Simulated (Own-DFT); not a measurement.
# One host, several defects: C40 NbSi2

No measurement is shown. These are fixed-geometry runs of a retired plane-wave code named Own-DFT, which no person has reviewed; spin and spin-orbit coupling are neglected.

Settings: PBE; PseudoDojo norm-conserving scalar-relativistic files; cutoff 42 hartree; 4 x 4 x 5 k mesh centred on Gamma; cold (Marzari-Vanderbilt) smearing of 0.2 eV.

Keep in mind: forces on such cells failed a check on a denser k mesh; stress not checked against mesh or cutoff.

All runs share one cell, with vectors in Å (0.000, 8.324, 0.000); (-9.613, 0.000, 0.000); (0.000, 0.000, 6.586) and a volume of 527.0 Å³. Atoms were moved at random from their sites; u is the rms move along one axis. The defect's site can differ from row to row.

```
                    cell   formula   u (Å)  P (GPa)
               no defect  Nb12Si24  0.0168     1.40
               no defect  Nb12Si24  0.0190     1.45
               no defect  Nb12Si24  0.0523     2.96
two Si on a Nb site each  Nb10Si26  0.0284     1.62
two Si on a Nb site each  Nb10Si26  0.0307     1.74
two Si on a Nb site each  Nb10Si26  0.0480     2.65
two Nb on a Si site each  Nb14Si22  0.0292     7.62
two Nb on a Si site each  Nb14Si22  0.0302        ?
two Nb on a Si site each  Nb14Si22  0.0442     8.06
two Nb on a Si site each  Nb14Si22  0.0487     8.29
          one Si vacancy  Nb12Si23  0.0319     1.05
          one Si vacancy  Nb12Si23  0.0440     1.46
          one Si vacancy  Nb12Si23  0.0482     1.56
```

## Worked fit

P = P0 + c u² + a shift for each defect gives P0 = 1.28 GPa, c = 583 ± 41 GPa/Å² and a scatter of 0.11 GPa. The shifts, and each times the cell's volume:

- two Nb on a Si site each: 5.70 ± 0.09 GPa, 18.8 eV (9.4 eV for each of its 2 sites)
- two Si on a Nb site each: -0.07 ± 0.09 GPa, -0.2 eV (-0.1 eV for each of its 2 sites) (not resolved)
- one Si vacancy: -0.95 ± 0.09 GPa, -3.1 eV

Against the defect-free cell, a freed cell would be larger where the shift is positive and smaller where it is negative (160.2 GPa Å³ is 1 eV). The atoms around the defects weren't relaxed, which would change these numbers.

## Prediction

Question: what pressure belongs in the blank (two Nb on a Si site each, u = 0.0302 Å)?

Estimate: 7.52 ± 0.13 GPa. The hidden result is 7.40 GPa.
